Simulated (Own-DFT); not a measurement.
# Response to strain: diamond-structure SiGeSn with randomly placed atoms, 64 atoms (Ge52Si8Sn4)

Calculated results; nothing here was measured. They come from Own-DFT, an in-house plane-wave density functional program, since retired, whose code no person has reviewed. Each row is one single-point run on a periodic cell that was not relaxed, without spin or spin-orbit coupling.

Settings of every run: PBE; PseudoDojo norm-conserving scalar-relativistic files; cutoff 49 hartree; 3 x 3 x 3 k mesh centred on Gamma; Fermi-Dirac smearing of 0.1 eV.

Known limits: forces on such cells moved up to 12 meV/angstrom on a denser k mesh; stress not checked against mesh or cutoff.

Unstrained cell vectors in Å: (11.363, 0.000, 0.000); (0.000, 11.363, 0.000); (0.000, 0.000, 11.363). The unstrained cell has measured lattice constants (interpolated for alloys), not those of this functional. That, the random moves and any unrelaxed bonds set the pressure at no strain. Each run strains this cell uniformly, with the atoms carried along. Every atom was also moved at random, by a Gaussian of width 0.05 Å on each axis. The random placing of the alloy's atoms differs from row to row. Strain is the symmetric tensor, in per cent. Stress is positive in tension, and the pressure is minus a third of its trace.

```
run,e_xx (%),e_yy (%),e_zz (%),s_xx (GPa),s_yy (GPa),s_zz (GPa),P (GPa),E (meV/atom)
1,-2.75,-2.75,0.00,-10.20,-10.17,-8.21,9.53,80.6
2,-2.50,-2.50,0.00,-9.56,-9.45,-7.65,8.89,65.9
3,-3.00,-3.00,0.00,-10.55,-10.48,-8.44,9.82,73.8
4,2.00,2.00,0.00,-1.25,-1.30,-2.41,1.65,1.4
5,1.50,1.50,0.00,-1.85,-1.94,-2.94,2.24,0.0
6,-2.00,-2.00,0.00,-8.45,-8.45,-7.08,7.99,58.7
7,-1.00,-1.00,0.00,-6.49,-6.40,-5.73,6.21,39.7
8,2.50,2.50,0.00,-0.59,-0.58,-2.12,1.10,5.4
9,2.25,2.25,0.00,?,?,?,?,?
```

E is the free energy for each atom above the lowest run shown.

## Worked fit

The change of volume is close to e_xx + e_yy + e_zz. A straight line through the runs shown gives P = 4.91 - 81 x (fractional change of volume) GPa, with an error of 2 on the slope and a scatter of 0.23 GPa. The strain isn't the same on all axes, but the crystal is cubic, so the slope still estimates the bulk modulus, averaged over pressures from 1.1 to 9.8 GPa.

## Withheld run

Question: what pressure should run 9 give? Its volume changes by 4.55 %.

The line gives 1.2 GPa. The calculation gave 1.24 GPa.
